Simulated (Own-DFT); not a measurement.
Simulation results for Al32O47 (corundum with one vacancy, atoms displaced)

All values are calculated (Own-DFT development build). A calculation, not a measurement: plane-wave PBE density functional theory by an unreviewed code, no spin, of a simulated periodic cell, stress positive in tension, free energy of the whole cell less one offset for each atom, defect cell not probed for a lower state with spin; oxygen file: force components 24 meV/angstrom off all-electron in one glass; forces on such cells passed a denser k mesh, this cell's mesh not checked; offsets are fitted by least squares, one for each functional and potential file, so energies compare only between cells with the same atoms and settings and are not formation energies; the far tail of each file's local potential was reset to the Coulomb form; each entry is a single point on an unrelaxed cell, so the pressure reflects the starting lattice, mostly measured values, from which strain is counted, and rises with the displacements; printed positions are rounded, which can move forces by about a meV/angstrom; the program is a retired in-house code; no spin-orbit coupling; before rounding, a Quantum ESPRESSO 7.3.1 run of the same cell and cutoff gave forces within 1 meV/angstrom rms on each cell, which checks the program and not the settings.

Settings shared by all entries: functional PBE; potential files PseudoDojo norm-conserving, scalar-relativistic, standard set; wave cutoff 72 hartree; occupations Fermi-Dirac; smearing width 0.1 eV; k mesh 3 x 3 x 3 centred on Gamma.

(1) 
```xyz
79
Lattice="5.4940 0.0000 8.6604 -2.7470 4.7579 8.6604 -2.7470 -4.7579 8.6604" Properties=species:S:1:pos:R:3:force_x:R:1:force_y:R:1:force_z:R:1 formula=Al32O47 free_energy_of_cell_above_offsets=-52.060 pressure=9.19 stress_xx=-9.97 stress_yy=-8.85 stress_zz=-8.75 stress_yz=0.8 stress_xz=0.12 stress_xy=-0.63
Al     0.0084     0.0095     4.5982     -0.756      0.121     -0.753
Al    -0.0477    -0.0392     8.4486      1.101      2.109     -1.028
Al    -0.0253     0.0209    11.0225      0.248      0.002       2.19
Al     0.0061    -0.0528     1.9523      0.076      1.446     -0.098
O     -0.0539     1.7503     7.5845     -1.439     -2.231      0.749
O      1.4393    -0.7365     7.5579     -0.225     -0.033      0.405
O     -1.4279    -0.8544     7.5064      2.222     -1.975      1.605
O      0.0854    -1.6852     5.3674     -0.352      0.258      0.532
O     -1.4977     0.7805     5.3136      -0.06     -0.723      1.689
O      1.3442     0.9092     5.3495      0.939      0.503      1.323
Al    -1.3333    -2.3615     8.8935     -1.017     -0.762      0.605
Al    -1.3936    -2.4172    12.8285      0.352      0.504     -1.873
Al    -1.4382    -2.3119    15.3662       0.68     -0.178      0.606
Al    -1.3803    -2.4063     6.2035      0.396     -1.669     -0.303
O     -1.4780    -0.7538    12.0285      0.593     -0.174     -2.308
O      0.1766    -3.0346    11.9297     -1.122     -1.551     -0.208
O     -2.8015    -3.3214    11.8746      1.138        0.9      0.753
O     -1.2718    -3.9985     9.7420      0.323     -0.507      0.384
O     -2.8865    -1.6313     9.7215      1.023      0.302     -0.182
O     -0.0165    -1.4184     9.7766     -0.857      -0.15     -1.396
Al    -1.4577     2.3838     8.9848      1.833      0.829     -0.916
Al    -1.3632     2.4080    12.7920      0.438      -0.72      0.222
Al    -1.4623     2.3260    15.4470      1.158      0.314     -1.309
Al    -1.4125     2.4457     6.2972        0.2     -0.982     -0.429
O     -1.4792     4.1079    11.9269     -0.011     -1.118     -0.154
O      0.1343     1.6884    11.9876     -0.536      -0.87     -1.647
O     -2.6353     1.3900    11.8877     -1.059       1.58     -0.342
O     -1.3578     0.7458     9.7358       2.34     -0.495     -0.401
O     -2.9393     3.0857     9.7356      1.292      1.009      0.376
O      0.1061     3.3091     9.7285     -2.339     -0.214      0.463
Al    -2.7633    -0.0723    13.1471      0.533      1.575      1.262
Al    -2.7833    -0.0230    17.0710      0.666     -0.052      1.239
Al    -2.7996     0.1005    19.7293      1.308     -0.825     -0.182
Al    -2.7799     0.0418    10.4803     -0.802     -0.332      1.935
O     -2.9304     1.5683    16.1998      0.244      1.895      0.186
O     -1.3290    -0.6649    16.2882      1.901     -1.556     -1.827
O     -4.0586    -0.9388    16.2485     -1.714      0.448       0.15
O     -2.6771    -1.6670    14.0480      0.449     -0.283      0.489
O     -4.2729     0.6660    14.0464      0.646      1.625      0.565
O     -1.3903     0.8134    14.1101     -0.703      1.531     -0.226
Al     2.7722     0.0888     8.8407      -0.23     -1.674      1.719
Al     2.7677    -0.0099    12.7429     -0.609     -0.495     -0.362
Al     2.7426    -0.1443    15.3895     -1.823      3.505     -1.401
Al     2.7379    -0.0265     6.2519     -0.585     -1.398     -1.249
O      2.6406     1.5361    11.9170      0.272      3.219     -1.695
O      4.2500    -0.7052    11.8793     -0.366     -0.582      0.718
O      1.3499    -0.9669    11.8392      1.157      1.191      1.085
O      2.8165    -1.6567     9.6661      0.099      0.677     -0.165
O      1.3113     0.7742     9.7823     -0.925     -0.158     -0.455
O      4.2106     0.9000     9.7889      -2.15      0.946     -1.818
Al     1.4544    -2.3815    13.2727     -2.141     -1.734     -1.841
Al     1.4120    -2.4226    17.0470     -0.479     -0.028      1.311
Al     1.3781    -2.2955    19.7636      0.313     -1.302     -0.477
Al     1.3402    -2.3902    10.5897       1.53      -0.07     -0.234
O      1.2330    -0.8203    16.2177      0.418      1.116     -0.755
O      2.9201    -3.1685    16.3329     -0.767      1.271     -0.934
O     -0.0285    -3.3361    16.1910      0.717      0.885      0.468
O      1.4719    -4.1567    14.1048      0.199      2.741     -0.718
O     -0.0702    -1.6130    14.0051     -0.542     -0.781       1.56
O      2.7348    -1.5345    14.0560      1.125      1.365      0.922
Al     1.4256     2.3514    13.1290     -0.511      0.964      2.662
Al     1.3274     2.3374    16.9499     -0.422      0.912      1.658
Al     1.3705     2.4945    19.6689     -0.694     -2.353      0.178
Al     1.3926     2.4307    10.6603     -0.029     -0.093     -1.687
O      1.3535     4.0215    16.2302     -2.549     -0.425      1.193
O      2.8777     1.7006    16.3337     -0.109     -1.681     -1.823
O     -0.0428     1.4517    16.1966      0.788     -0.573      0.145
O      1.5118     0.7858    14.0132     -0.272     -2.128      1.895
O      2.7770     3.3867    14.0830      -0.42     -2.291     -0.341
Al     0.0421    -0.0145    17.5259      -1.35      1.932      0.181
Al     0.0251    -0.0445    21.3591     -0.981       1.53      1.467
Al    -0.0340     0.0149    24.1701      1.974     -0.399     -2.735
Al    -0.0569    -0.0375    14.9207      0.712      0.949     -0.843
O     -0.0604     1.6381    20.4786     -0.605      -0.05       1.42
O      1.4853    -0.6675    20.6076      0.232      -1.71     -1.739
O     -1.4089    -0.9307    20.6086      0.608      0.338     -0.569
O      0.1608    -1.4623    18.4075     -0.275     -4.359      1.931
O     -1.4795     0.7025    18.3466     -0.667      1.386      0.934
O      1.3214     0.9484    18.4636      0.251     -0.192     -1.752
```

Units: free_energy_of_cell_above_offsets in eV; pressure, stress_xx, stress_yy, stress_zz, stress_yz, stress_xz, stress_xy in GPa; force_x, force_y, force_z in eV/Å.

(2) 
```xyz
79
Lattice="5.4940 0.0000 8.6604 -2.7470 4.7579 8.6604 -2.7470 -4.7579 8.6604" Properties=species:S:1:pos:R:3:force_x:R:1:force_y:R:1:force_z:R:1 formula=Al32O47 free_energy_of_cell_above_offsets=-52.175 pressure=9.53 stress_xx=-9.94 stress_yy=-9.5 stress_zz=-9.14 stress_yz=0.7 stress_xz=-0.22 stress_xy=0.5
Al    -0.0387     0.0438     4.5476      1.612     -1.171       1.22
Al     0.0190     0.0622     8.4510      0.065     -2.777      0.574
Al    -0.0633     0.0321    11.1370      0.917     -2.218     -1.413
Al    -0.0587    -0.0333     1.9985      0.981      0.003     -1.209
O     -0.0629     1.5791     7.5293     -1.754      1.023      0.712
O      1.3984    -0.7406     7.6120      2.137      0.141     -0.932
O     -1.3476    -0.9372     7.5887     -0.629      1.047     -0.003
O      0.0345    -1.5595     5.3806      1.104     -1.326      0.358
O     -1.4898     0.7186     5.4470       0.39      1.447     -0.788
O      1.4694     0.8728     5.4016     -1.682      1.265     -0.408
Al    -1.4331    -2.4230     8.8397      2.489      1.862      1.435
Al    -1.3649    -2.3976    12.7637       1.59     -0.039       0.26
Al    -1.4294    -2.3728    15.5272      2.301     -0.877     -2.263
Al    -1.3941    -2.3444     6.2937      0.528      0.237     -1.711
O     -1.6139    -0.7770    11.8143      1.059      0.113      1.861
O      0.1646    -3.1561    11.9157     -1.383      0.152     -0.353
O     -2.7237    -3.3047    11.9594     -1.386      0.468     -1.039
O     -1.2602    -4.0552     9.6974     -1.875     -0.118       1.04
O     -2.8106    -1.5857     9.7439     -1.417     -1.808      0.182
O      0.1170    -1.4474     9.7384     -2.512     -0.069     -0.322
Al    -1.4220     2.3044     8.8933      0.751       0.58      0.598
Al    -1.2955     2.3792    12.7656     -2.123      0.565      0.031
Al    -1.3696     2.4133    15.3499     -0.396      0.476      1.681
Al    -1.3086     2.4216     6.2118     -0.917     -0.847      1.235
O     -1.4715     4.0508    11.9298     -0.182      -0.28     -0.542
O      0.1090     1.6433    11.8699      0.349      0.683      1.061
O     -2.7548     1.4669    11.8982       1.63     -0.517      0.749
O     -1.2047     0.6765     9.7687     -1.436      1.107     -0.611
O     -2.8479     3.0418     9.7789      0.624      1.192     -0.504
O     -0.0347     3.2320     9.8211     -0.025      0.406     -1.292
Al    -2.7807    -0.0952    13.2205     -0.016      2.702      0.211
Al    -2.8726    -0.0169    17.1016      2.598      1.008     -0.993
Al    -2.7977    -0.0333    19.6501      0.853      1.276       1.31
Al    -2.8347     0.0228    10.5434      1.436      0.163      0.374
O     -2.8599     1.7027    16.2308     -0.338     -1.171     -0.006
O     -1.2541    -0.7878    16.1820     -0.465      1.918      2.118
O     -4.1335    -0.9211    16.2504      0.972     -0.083      0.556
O     -2.5883    -1.6413    14.1289     -0.121     -0.282     -0.827
O     -4.2830     0.7896    14.0751      1.183     -0.776      0.191
O     -1.3168     0.9693    14.2302     -2.542     -0.358     -3.607
Al     2.7502     0.0192     8.9038     -1.268     -1.924     -0.202
Al     2.8030     0.1038    12.7314     -1.552     -3.458      0.319
Al     2.7957    -0.0274    15.3458     -1.187        0.2      1.217
Al     2.7929     0.0222     6.2506     -0.512     -0.538     -0.066
O      2.6275     1.6402    11.8493      0.477      1.207      0.537
O      4.2577    -0.7470    11.8962     -0.456       1.11      0.033
O      1.3562    -0.9404    11.8956       0.39       1.24      0.606
O      2.9054    -1.7243     9.7544      0.207      1.605     -0.826
O      1.2755     0.6813     9.7487      0.369      1.953      0.456
O      4.0392     0.9302     9.7405      1.875      0.565      0.801
Al     1.3105    -2.4668    13.2319      1.825        2.1     -1.081
Al     1.3478    -2.3877    17.0629      0.341      -0.06     -0.061
Al     1.3706    -2.3608    19.6801      0.862      0.547      0.299
Al     1.3957    -2.3088    10.6065      0.488     -0.988      0.198
O      1.3217    -0.7980    16.3456     -0.341      1.999     -1.499
O      2.8871    -3.0699    16.2664      -1.35     -1.122     -0.301
O     -0.0023    -3.3162    16.2366      0.231       0.11      0.273
O      1.5031    -4.0043    14.0305     -0.252     -1.625       1.97
O     -0.0505    -1.6139    14.0439     -1.351     -0.009       0.22
O      2.7225    -1.3574    14.0369      0.392     -1.462      0.475
Al     1.3845     2.3692    13.1470     -0.443      0.364      2.198
Al     1.3866     2.3747    17.0194     -0.607     -0.087      0.792
Al     1.4814     2.3587    19.6625     -3.089     -0.163      1.409
Al     1.4141     2.4112    10.5860     -1.245     -1.179     -0.707
O      1.2651     4.0084    16.2496      -0.11      1.221     -0.175
O      2.9114     1.8260    16.2075     -0.207      -2.96      -0.18
O      0.1055     1.4889    16.1793     -1.296     -0.838      0.294
O      1.4673     0.7484    14.0804      0.866      0.874     -0.783
O     -0.1179     3.1046    14.0652      0.821      0.389     -0.347
O      2.8288     3.3711    14.2073     -1.559      -1.01     -3.041
Al    -0.0379    -0.0209    17.6633     -0.228      1.707      -2.04
Al    -0.0103    -0.0665    21.4266     -0.198      3.406       0.57
Al     0.0222    -0.0054    24.1375     -0.209      0.762     -1.202
Al    -0.0210     0.0470    14.8940      1.606     -1.455      1.392
O      1.4322    -0.6151    20.5558      0.429     -2.657     -0.462
O     -1.3811    -0.8670    20.5991     -0.216     -1.917     -0.601
O      0.0826    -1.6113    18.4139      0.457     -1.032       0.65
O     -1.5774     0.7827    18.3419      0.955     -1.372      0.152
O      1.3419     0.9365    18.3860      0.717     -0.621     -0.222
```

Units: free_energy_of_cell_above_offsets in eV; pressure, stress_xx, stress_yy, stress_zz, stress_yz, stress_xz, stress_xy in GPa; force_x, force_y, force_z in eV/Å.
